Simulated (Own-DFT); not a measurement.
Hf$_{36}$O$_{71}$ (tetragonal hafnia with one neutral oxygen vacancy, atoms displaced) (calculated)

All values are calculated (Own-DFT development build). A calculation, not a measurement: plane-wave PBE and HSE06 DFT by an unreviewed code, no spin, of a simulated cell at Gamma alone, so results move with cell size and shape, stress positive in tension, energies less offsets, not probed for a lower state with spin; hafnium file: forces about 75 meV/angstrom off all-electron values; oxygen file: force components 24 meV/angstrom off all-electron in a glass; k mesh not checked against a denser one; forces and stress are PBE's, HSE06 gives the energy alone, and its difference from PBE has offsets of its own; offsets are fitted by least squares, one for each functional and potential file, so energies compare only between cells with the same atoms and settings and are not formation energies; the far tail of each file's local potential was reset to the Coulomb form; each entry is a single point on an unrelaxed cell, so the pressure reflects the starting lattice, taken from the Materials Project, from which strain is counted, and rises with the displacements; printed positions are rounded, which can move forces by about a meV/angstrom; the program is a retired in-house code; no spin-orbit coupling.

Settings shared by all entries: first functional PBE; second functional HSE06; exact exchange share 0.25; screening 0.11 1/bohr; exchange divergence Gygi-Baldereschi; potential files PseudoDojo norm-conserving, scalar-relativistic, made for PBE, standard set; wave cutoff 48 hartree; occupations fixed; k mesh 1 x 1 x 1 centred on Gamma.

(1) Hf$_{36}$O$_{71}$ (tetragonal hafnia with one neutral oxygen vacancy, atoms displaced)

```
Hf36O71
1.0
     10.7800     0.0000     0.0000
      0.0000    10.7800     0.0000
      0.0000     0.0000    10.4493
Hf O Hf O Hf O Hf O Hf O Hf O Hf O Hf O Hf O Hf O Hf O Hf O Hf O Hf O Hf O Hf O Hf O Hf O
2 4 2 4 2 4 2 4 2 4 2 4 2 4 2 4 2 3 2 4 2 4 2 4 2 4 2 4 2 4 2 4 2 4 2 4
Direct
  0.01140 0.99968 0.00139
  0.16713 0.17630 0.24612
  0.00713 0.16473 0.15206
  0.16850 0.99909 0.33399
  0.98326 0.16108 0.40829
  0.16593 0.99479 0.08822
  0.00532 0.98896 0.50700
  0.15954 0.17406 0.75365
  0.99582 0.17198 0.64283
  0.16010 0.99600 0.84126
  0.99744 0.17409 0.88626
  0.15947 0.99840 0.59435
  0.99776 0.33104 0.01369
  0.17072 0.49555 0.25577
  0.99648 0.50435 0.14675
  0.16345 0.34803 0.34465
  0.99880 0.50772 0.41326
  0.16059 0.35108 0.10089
  0.00267 0.32919 0.48754
  0.16724 0.50163 0.75432
  0.99969 0.49295 0.64726
  0.16314 0.34392 0.85366
  0.99870 0.49799 0.90855
  0.16689 0.32776 0.60296
  0.00543 0.68252 0.00065
  0.17195 0.83502 0.24195
  0.99200 0.82445 0.14757
  0.17018 0.68203 0.34916
  0.99663 0.83786 0.39123
  0.17199 0.67125 0.10228
  0.00863 0.67026 0.49124
  0.16170 0.84173 0.74823
  0.99924 0.83712 0.64863
  0.16122 0.67238 0.84782
  0.00301 0.83659 0.89284
  0.16678 0.66652 0.61478
  0.33378 0.01726 0.99701
  0.49239 0.17997 0.25898
  0.33717 0.16925 0.15205
  0.50779 0.99337 0.34473
  0.32574 0.15672 0.40287
  0.49421 0.99136 0.09381
  0.34187 0.99991 0.50655
  0.51511 0.17160 0.76617
  0.32853 0.15666 0.65023
  0.50981 0.00483 0.85045
  0.32846 0.16420 0.90442
  0.49063 0.99109 0.60082
  0.33241 0.32815 0.01498
  0.51340 0.51340 0.25505
  0.33839 0.50130 0.16222
  0.50371 0.33544 0.34562
  0.49840 0.33212 0.09803
  0.32612 0.33423 0.49960
  0.49425 0.50129 0.74304
  0.33383 0.50902 0.65158
  0.49313 0.32533 0.84481
  0.33557 0.49799 0.92002
  0.51638 0.34351 0.60845
  0.33846 0.65840 0.98912
  0.48325 0.84280 0.24516
  0.33481 0.85069 0.14739
  0.50478 0.66322 0.34599
  0.32559 0.83732 0.40298
  0.49213 0.66343 0.10587
  0.32166 0.66688 0.49790
  0.50186 0.83272 0.75340
  0.35228 0.84508 0.66095
  0.50504 0.67278 0.84822
  0.33364 0.83001 0.90112
  0.49918 0.66730 0.59814
  0.67244 0.98443 0.99306
  0.83767 0.16277 0.25693
  0.66525 0.16021 0.14591
  0.83234 0.01006 0.35247
  0.67123 0.16690 0.39562
  0.83077 0.99292 0.10539
  0.66025 0.00455 0.48496
  0.82886 0.15496 0.75139
  0.67522 0.15980 0.64731
  0.84093 0.99832 0.84281
  0.66065 0.16596 0.89846
  0.82662 0.00609 0.60137
  0.66751 0.33027 0.99388
  0.82389 0.49100 0.24628
  0.66534 0.49470 0.14616
  0.83018 0.33133 0.34890
  0.66968 0.50717 0.38680
  0.83788 0.33865 0.09555
  0.65669 0.33975 0.50385
  0.84273 0.48782 0.74766
  0.66811 0.49539 0.65816
  0.83875 0.32045 0.83329
  0.66531 0.49014 0.90941
  0.82891 0.33542 0.59239
  0.67324 0.66857 0.00846
  0.84706 0.83173 0.25777
  0.67032 0.82758 0.14797
  0.83263 0.67180 0.34318
  0.66203 0.83391 0.39644
  0.83460 0.66726 0.10314
  0.67263 0.66332 0.50131
  0.85407 0.83731 0.75821
  0.67509 0.83030 0.65406
  0.83899 0.67388 0.85059
  0.65814 0.82673 0.89342
  0.83109 0.66113 0.58496
```

```
PBE energy of cell above offsets : -88.719 eV
HSE06 less PBE above offsets     : 0.531 eV
PBE pressure                     : 4.74 GPa
PBE stress xx                    : -3.16 GPa
PBE stress yy                    : -6.75 GPa
PBE stress zz                    : -4.32 GPa
PBE stress yz                    : -0.16 GPa
PBE stress xz                    : -1.52 GPa
PBE stress xy                    : -0.34 GPa
```

Force:
```tsv
element	x (eV/Å)	y (eV/Å)	z (eV/Å)
Hf	-3.247	0.993	-1.276
Hf	0.261	-2.392	1.466
O	-0.216	0.221	-0.504
O	-0.914	1.717	-0.195
O	2.029	0.718	-1.365
O	0.803	0.691	0.785
Hf	-3.546	2.328	-0.902
Hf	-0.449	0.43	-1.302
O	1.061	-0.174	0.93
O	-0.045	2.354	1.053
O	1.241	-1.536	2.583
O	2.255	-0.625	0.671
Hf	0.175	1.832	-3.369
Hf	-0.563	5.727	-3.406
O	0.486	-0.428	2.043
O	0.474	-5.16	2.588
O	0.546	-1.14	-1.775
O	1.794	-1.592	1.201
Hf	-2.62	0.259	3.223
Hf	-2.01	0.726	0.14
O	1.444	0.241	0.934
O	0.95	-1.766	-0.197
O	-0.297	0.377	-0.538
O	0.802	0.448	-1.217
Hf	-0.66	-3.723	0.549
Hf	0.095	0.276	-0.46
O	3.093	0.867	-1.29
O	-0.113	-2.502	1.134
O	0.532	-0.49	0.8
O	0.16	0.312	-0.676
Hf	-1.92	-0.255	1.301
Hf	3.226	-1.868	-0.16
O	1.069	-0.373	-1.434
O	0.106	-0.851	0.374
O	0.527	1.032	0.732
O	-0.034	0.572	-2.263
Hf	1.816	-6.105	0.773
Hf	3.622	-2.888	-1.907
O	-2.152	0.265	-0.281
O	-1.06	3.05	0.792
O	0.446	3.18	-0.961
O	1.062	0.562	-0.251
Hf	-1.465	-0.716	0.752
Hf	-0.458	-3.134	-3.81
O	0.577	1.09	0.785
O	-0.785	-0.364	0.323
O	-0.591	3.13	-1.134
O	3.654	1.445	-0.735
Hf	0.523	1.59	-1.473
Hf	-1.434	-0.919	-1.964
O	-0.849	-0.985	1.144
O	-1	1.409	1.91
O	0.272	-0.58	-0.061
Hf	0.444	-0.543	1.424
Hf	2.526	1.173	1.251
O	-0.926	-1.163	-0.452
O	-0.532	3.159	1.775
O	0.011	-2.251	-2.535
O	-4.833	-0.758	-0.097
Hf	0.031	3.698	2.202
Hf	3.854	-1.883	-0.219
O	-2.314	-0.717	0.25
O	-1.585	2.052	1.296
O	0.675	-0.698	-0.192
O	0.97	0.071	-0.831
Hf	1.826	0.189	0.844
Hf	3.083	0.544	-0.196
O	-5.898	-0.733	-1.748
O	-0.978	-3.02	0.425
O	-0.283	1.169	0.242
O	-0.502	-0.828	-0.597
Hf	-1.525	0.526	2.142
Hf	-2.247	-0.139	-1.015
O	-0.184	0.848	1.072
O	-0.237	-2.532	0.06
O	-1.314	1.57	0.163
O	1.857	0.68	-1.367
Hf	1.119	-2.226	2.233
Hf	1.364	1.072	-2.773
O	-2.969	0.816	0.066
O	-0.522	-0.372	2.828
O	1.129	-0.354	-0.032
O	1.844	-0.929	-0.832
Hf	-0.102	-0.535	1.487
Hf	1.7	1.82	-0.197
O	0.389	0.174	-0.084
O	0.928	0.53	-0.659
O	-0.014	-1.567	1.298
O	-1.807	-0.492	0.542
Hf	4.532	-0.599	-1.211
Hf	-0.576	0.69	0.179
O	-0.093	0.742	-0.485
O	-0.865	1.812	1.704
O	0.149	1.358	-0.854
O	0.4	0.666	-0.802
Hf	-0.706	0.379	-0.582
Hf	-4.239	1.075	-0.514
O	-0.844	0.159	-0.335
O	0.382	-1.765	0.447
O	0.659	-0.277	0.88
O	0.12	-0.313	-0.852
Hf	-1.339	2.939	0.002
Hf	-5.266	-1.596	-2.195
O	-0.186	-0.14	0.209
O	0.057	-1.141	0.001
O	1.309	0.544	1.645
O	2.861	-0.166	0.903
```

(2) Hf$_{36}$O$_{71}$ (tetragonal hafnia with one neutral oxygen vacancy, atoms displaced)

```
Hf36O71
1.0
     10.7800     0.0000     0.0000
      0.0000    10.7800     0.0000
      0.0000     0.0000    10.4493
Hf O Hf O Hf O Hf O Hf O Hf O Hf O Hf O Hf O Hf O Hf O Hf O Hf O Hf O Hf O Hf O Hf O Hf O
2 4 2 4 2 4 2 3 2 4 2 4 2 4 2 4 2 4 2 4 2 4 2 4 2 4 2 4 2 4 2 4 2 4 2 4
Direct
  0.00402 0.00448 0.01947
  0.16572 0.16025 0.24263
  0.00203 0.15964 0.16068
  0.15651 0.01160 0.35499
  0.01040 0.16173 0.40937
  0.17064 0.99333 0.09420
  0.99924 0.00012 0.49332
  0.17451 0.16453 0.75407
  0.01016 0.17042 0.64646
  0.17131 0.99571 0.85026
  0.97373 0.16110 0.90047
  0.15580 0.00536 0.59119
  0.00493 0.33553 0.99285
  0.16672 0.49267 0.25744
  0.99563 0.49787 0.15984
  0.17404 0.32459 0.35641
  0.99438 0.50472 0.40927
  0.16894 0.32932 0.11853
  0.00472 0.34310 0.50383
  0.16785 0.49604 0.76430
  0.15868 0.34332 0.84843
  0.00494 0.51205 0.89588
  0.16786 0.33018 0.60124
  0.01302 0.66486 0.00563
  0.15415 0.83016 0.24772
  0.01828 0.84190 0.14692
  0.16958 0.66532 0.33907
  0.00941 0.85025 0.38489
  0.17010 0.67714 0.09142
  0.99152 0.66311 0.49676
  0.17154 0.84536 0.74683
  0.00482 0.82687 0.65201
  0.17039 0.67404 0.85357
  0.99818 0.83491 0.90245
  0.16568 0.67054 0.58326
  0.32286 0.99390 0.98517
  0.49951 0.16035 0.25917
  0.34303 0.17097 0.15890
  0.49434 0.99968 0.33976
  0.34510 0.16865 0.39641
  0.51054 0.00831 0.09602
  0.32323 0.00749 0.49992
  0.50062 0.17455 0.74448
  0.33065 0.17402 0.65773
  0.50630 0.00190 0.82876
  0.33396 0.17624 0.89925
  0.49243 0.00241 0.59659
  0.33767 0.33709 0.00040
  0.49320 0.49379 0.25367
  0.34906 0.49997 0.15784
  0.49237 0.33855 0.33604
  0.32126 0.50328 0.40875
  0.50298 0.33347 0.09229
  0.33478 0.34035 0.50769
  0.51090 0.50277 0.75081
  0.32569 0.49639 0.65030
  0.51530 0.36164 0.84219
  0.33639 0.49934 0.89588
  0.50273 0.32589 0.60158
  0.32155 0.67957 0.99454
  0.49324 0.83184 0.25199
  0.33202 0.84217 0.15578
  0.51037 0.66660 0.33723
  0.33111 0.82605 0.40020
  0.50245 0.66824 0.10367
  0.33754 0.66851 0.49141
  0.50790 0.82712 0.76222
  0.34013 0.83534 0.65333
  0.50158 0.65860 0.84991
  0.32834 0.83559 0.90261
  0.51094 0.66898 0.60843
  0.66926 0.99726 0.99743
  0.83787 0.16539 0.25080
  0.66414 0.16000 0.14098
  0.83011 0.00124 0.33041
  0.67815 0.15876 0.40523
  0.83796 0.99802 0.09870
  0.65958 0.99824 0.50278
  0.84010 0.16556 0.74325
  0.67066 0.17799 0.65777
  0.84732 0.99532 0.84261
  0.65865 0.16367 0.88633
  0.81779 0.01765 0.61627
  0.65543 0.33827 0.00774
  0.83052 0.49964 0.24900
  0.66941 0.50211 0.16212
  0.83416 0.33822 0.35093
  0.67011 0.50317 0.38778
  0.83890 0.33908 0.11156
  0.66768 0.32866 0.50878
  0.83680 0.49453 0.74313
  0.67500 0.48683 0.65936
  0.82769 0.32994 0.85498
  0.67467 0.50218 0.91086
  0.82913 0.32839 0.61400
  0.65722 0.66223 0.99700
  0.83170 0.83864 0.23912
  0.67666 0.83288 0.15583
  0.83982 0.66628 0.35132
  0.66746 0.83914 0.41663
  0.81126 0.66325 0.10240
  0.67384 0.68250 0.50206
  0.82787 0.83422 0.75207
  0.67182 0.82252 0.65668
  0.83290 0.66253 0.86820
  0.65923 0.83471 0.90294
  0.83678 0.66998 0.59339
```

```
PBE energy of cell above offsets : -86.648 eV
HSE06 less PBE above offsets     : 0.541 eV
PBE pressure                     : 5.84 GPa
PBE stress xx                    : -5.34 GPa
PBE stress yy                    : -6.61 GPa
PBE stress zz                    : -5.58 GPa
PBE stress yz                    : 1.2 GPa
PBE stress xz                    : -0.96 GPa
PBE stress xy                    : 0.06 GPa
```

Force:
```tsv
element	x (eV/Å)	y (eV/Å)	z (eV/Å)
Hf	-2.533	-1.094	-4.206
Hf	2.237	1.617	2.135
O	0.208	-0.253	-1.713
O	2.027	-1.788	-0.899
O	-1.615	1.947	-0.897
O	1.091	1.534	0.889
Hf	-1.323	0.615	0.874
Hf	-2.297	1.258	-1.504
O	-0.341	0.032	1.519
O	0.37	2.505	0.338
O	3.03	1.311	1.813
O	2.438	-0.488	2.023
Hf	-2.971	0.181	0.771
Hf	0.543	-0.744	0.165
O	2.96	1.022	-1.188
O	-0.675	1.169	-0.164
O	1.327	-1.623	-0.568
O	-0.109	0.696	-2.842
Hf	-0.758	-2.216	0.407
Hf	0.437	3.471	-3.504
O	-0.148	-4.114	2.143
O	0.421	-2.002	0.487
O	0	0.695	0.348
Hf	-4.952	1.573	-2.293
Hf	4.837	0.454	3.542
O	-5.56	-0.675	-2.187
O	-0.573	-0.408	-0.58
O	-0.845	-2.368	0.911
O	0.469	-0.749	2.15
Hf	2.137	2.411	0.258
Hf	-1.676	-3.5	-1.872
O	-1.065	0.863	-0.169
O	0.344	-0.351	-0.602
O	0.959	-0.255	1.298
O	0.405	-0.247	0.33
Hf	3.158	2.513	3.003
Hf	0.757	0.906	-2.243
O	-1.703	-0.278	-1.297
O	0.374	-1.472	1.822
O	-0.392	-0.425	2.101
O	-2.026	-1.305	-1.135
Hf	1.087	-0.883	-0.987
Hf	2.761	-0.295	1.084
O	-0.28	-0.746	-1.043
O	-1.295	-0.367	1.414
O	-0.255	-0.472	0.105
O	0.714	0.684	-1.047
Hf	0.056	0.636	1.597
Hf	5.101	2.848	0.126
O	-5.655	-0.204	-2.19
O	0.311	-2.517	2.57
O	0.665	-0.679	-1.053
O	-2.653	0.142	0.625
Hf	-0.888	-0.308	-0.698
Hf	-1.434	3.258	-3.01
O	1.553	-0.167	0.447
O	-0.87	-6.719	2.868
O	-1.255	0.313	1.439
O	-0.849	0.425	-0.82
Hf	3.388	-2.836	0.866
Hf	0.666	-0.446	-1.662
O	-0.138	-0.209	-1.188
O	-0.945	0.399	2.151
O	0.405	2.351	-0.061
O	-1.758	1.033	-1.177
Hf	-0.568	0.065	2.678
Hf	-0.248	0.044	-2.261
O	-0.853	0.23	0.54
O	-0.463	1.708	0.989
O	0.997	-0.149	-1.364
O	-0.913	-0.24	-1.523
Hf	-0.345	2.467	0.05
Hf	-2.338	2.436	-0.126
O	1.52	1.05	1.445
O	0.233	-0.734	2.247
O	-1.023	1.182	-0.115
O	-0.267	-0.23	-0.161
Hf	0.144	1.994	1.423
Hf	-0.022	0.173	1.65
O	-2.139	0.156	-1.4
O	-1.359	-0.314	0.843
O	-0.233	0.223	1.94
O	0.994	-2.114	-3.173
Hf	4.799	-0.975	-1.706
Hf	-1.741	0.272	0.565
O	-2.396	-1.349	-2.003
O	0.46	-1.835	1.043
O	-0.218	-0.386	3.562
O	0.233	-0.915	-1.725
Hf	1.592	0.946	-1.269
Hf	0.558	-0.104	2.698
O	-0.776	0.573	-1.181
O	1.27	1.699	-0.275
O	-0.513	-0.521	-0.638
O	1.879	0.783	-1.885
Hf	1.531	0.153	1.314
Hf	1.23	-1.941	0.516
O	-2.95	1.084	-0.02
O	0.211	1.996	-0.134
O	0.11	0.34	-2.066
O	3.996	0.605	0.678
Hf	-1.073	-3.734	-0.843
Hf	3.361	-0.743	2.101
O	-1.29	0.764	-0.392
O	-0.077	0.825	-3.094
O	-0.087	-0.466	-0.481
O	-0.635	-0.68	1.731
```
